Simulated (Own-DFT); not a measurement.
# Computed records: InAs (zincblende, strongly disordered by large displacements)

A calculation, not a measurement: plane-wave PBE density functional theory by an unreviewed code, no spin, of a simulated periodic cell, stress positive in tension, free energy of the whole cell less one offset for each atom, forces on such cells passed a denser k mesh, this cell's mesh not checked; broken bonds can close the gap or carry spin, so checks made on this kind of crystal may not hold here; offsets are fitted by least squares, one for each functional and potential file, so energies compare only between cells with the same atoms and settings and are not formation energies; the far tail of each file's local potential was reset to the Coulomb form; each entry is a single point on an unrelaxed cell, so the pressure reflects the starting lattice, mostly measured values (interpolated for alloys), from which strain is counted, and rises with the displacements; printed positions are rounded, which can move forces by about a meV/angstrom; the program, named Own-DFT, is a retired in-house code; no spin-orbit coupling. Program: Own-DFT development build.

```xyz
64
Lattice="12.1166 0.0000 0.0000 0.0000 12.1166 0.0000 0.0000 0.0000 12.1166" Properties=species:S:1:pos:R:3 formula=InAs functional=PBE potential_files=PseudoDojo_norm-conserving,scalar-relativistic,standard_set wave_cutoff=42 occupations=Fermi-Dirac smearing_width=0.1 hardware=one_NVIDIA_H200 k_mesh=3_x_3_x_3_centred_on_Gamma
In     0.1561     0.1391     0.0485
In    12.0499     2.9432     2.9711
In     2.8621     0.0384     3.2029
In     2.9536     2.9558     0.1857
As     1.6706     1.7759     1.6930
As     1.4831     4.7668     4.4188
As     4.1824     1.7030     4.5666
As     4.7122     4.5603     1.7252
In     0.0106     0.2466     5.7581
In    12.1098     3.1000     9.0358
In     2.7678     0.0276     9.2000
In     2.8597     3.1508     6.4163
As     1.7946     1.5896     7.4252
As     1.4999     4.5110    10.6061
As     4.7534     1.6327    10.7169
As     4.8562     5.0122     7.7040
In     0.1138     6.0569    11.7418
In     0.0622     8.8548     2.8532
In     2.8931     5.9956     2.9483
In     2.8738     9.0902    11.8800
As     1.4816     7.4793     1.4188
As     1.4039    10.8097     4.7240
As     4.5745     7.3257     4.7445
As     4.4945    10.8680     1.4427
In     0.0425     6.0018     6.1324
In     0.1733     9.3516     9.0875
In     3.0598     5.9683     9.1815
In     3.0731     9.2619     5.9378
As     1.5548     7.5291     7.7211
As     1.3510    11.0427    10.5022
As     4.4941     7.6226    10.7886
As     4.3811    10.5220     7.6990
In     6.2608     0.3303    11.9713
In     6.2753     3.0913     3.2778
In     9.3075    11.9598     3.0844
In     9.2728     3.1973    12.0690
As     8.0104     1.6365     1.8819
As     7.8360     4.5035     4.5370
As    10.7606     1.4628     4.3902
As    10.4069     4.5136     1.4151
In     5.9298    12.0995     6.2165
In     5.8407     3.1117     9.1545
In     8.9078    12.0768     8.9174
In     8.9970     3.0909     6.2223
As     7.8409     1.3297     7.5630
As     7.2215     4.6752    10.5760
As    10.9357     1.4888    10.6732
As    10.5964     4.3595     7.6767
In     6.2234     6.3174    11.9234
In     5.9957     9.2845     2.9649
In     8.9229     6.2221     3.0960
In     9.2948     9.3570    11.5545
As     7.5098     7.2895     1.3818
As     7.8594    10.6474     4.5137
As    10.5323     8.0765     4.5930
As     9.9438    10.5845     1.5561
In     6.0104     6.2035     5.9723
In     6.1793     9.1716     8.9616
In     9.2807     6.4241     9.1001
In     9.3084     8.8451     6.1385
As     7.4477     7.4600     7.5515
As     7.1931    10.3561    10.6132
As    10.5296     7.7961    10.4059
As    10.2318    10.2098     7.5092
```

Units: wave_cutoff in hartree; smearing_width in eV.

## Withheld values
1. Estimate the pressure of InAs (zincblende, strongly disordered by large displacements).

Answers
1. 8.84 GPa

Further results for InAs (zincblende, strongly disordered by large displacements):

* free energy of cell above offsets: -1.547 eV
* stress xx: -7.61 GPa
* stress yy: -8.76 GPa
* stress zz: -10.15 GPa
* stress yz: -0.66 GPa
* stress xz: -0.03 GPa
* stress xy: 0.4 GPa
* wall time: 1186 s

Force:
```tsv
element	x (eV/Å)	y (eV/Å)	z (eV/Å)
In	-0.984	0.242	3.74
In	-0.146	2.717	-0.451
In	1.086	-0.359	-1.122
In	2.924	2.451	-1.846
As	-1.662	-3.12	0.722
As	-1.482	-2.401	1.765
As	2.23	0.49	1.062
As	-0.382	0.154	-1.288
In	0.218	-0.479	4.354
In	1.596	-1.697	0.589
In	4.877	2.676	-2.767
In	4.551	6.328	-4.248
As	-5.139	-4.836	3.733
As	1.733	-1.822	-0.799
As	-3.843	-0.042	-0.831
As	-1.807	-2.843	0.603
In	-2.599	1.223	2.175
In	-1.054	2.297	0.472
In	2.48	0.701	-0.606
In	-0.223	1.752	1.397
As	0.512	0.049	-1.384
As	0.907	-3.506	-1.963
As	-4.155	4.358	-4.502
As	-0.527	-0.268	-0.275
In	-0.812	0.837	-0.027
In	-1.053	-0.942	-1.454
In	0.113	1.044	0.475
In	-0.188	-1.553	0.288
As	0.072	0.794	-0.598
As	-1.295	-4.351	2.525
As	-0.064	0.056	-2.355
As	0.233	0.874	0.408
In	1.891	-1.505	2.958
In	-1.733	-1.384	-0.817
In	-1.491	4.501	3.893
In	-2.721	-2.511	-2.766
As	-1.518	0.489	-1.968
As	-0.82	1.137	1.56
As	-3.253	1.937	-0.04
As	3.198	3.322	2.728
In	0.068	0.239	-1.262
In	1.312	0.318	-1.838
In	3.262	-3.845	4.204
In	0.779	-0.759	-0.694
As	-4.424	3.703	-2.583
As	3.557	-1.585	-1.156
As	-2.791	0.777	-1.494
As	-0.745	2.671	-0.689
In	-3.056	-1.473	0.187
In	0.608	-0.816	0.077
In	1.906	0.377	-0.187
In	-2.16	1.418	2.575
As	1.87	4.094	2.533
As	-2.572	-1.251	1.901
As	4.421	-5.587	-5.767
As	4.781	-4.818	-5.208
In	4.48	-2.901	0.642
In	-2.531	-2.378	-2.183
In	-3.027	-3.911	-2.267
In	-8.553	-1.053	1.033
As	1.478	0.713	0.111
As	2.07	3.287	2.377
As	4.983	-0.277	1.163
As	4.612	6.244	5.183
```
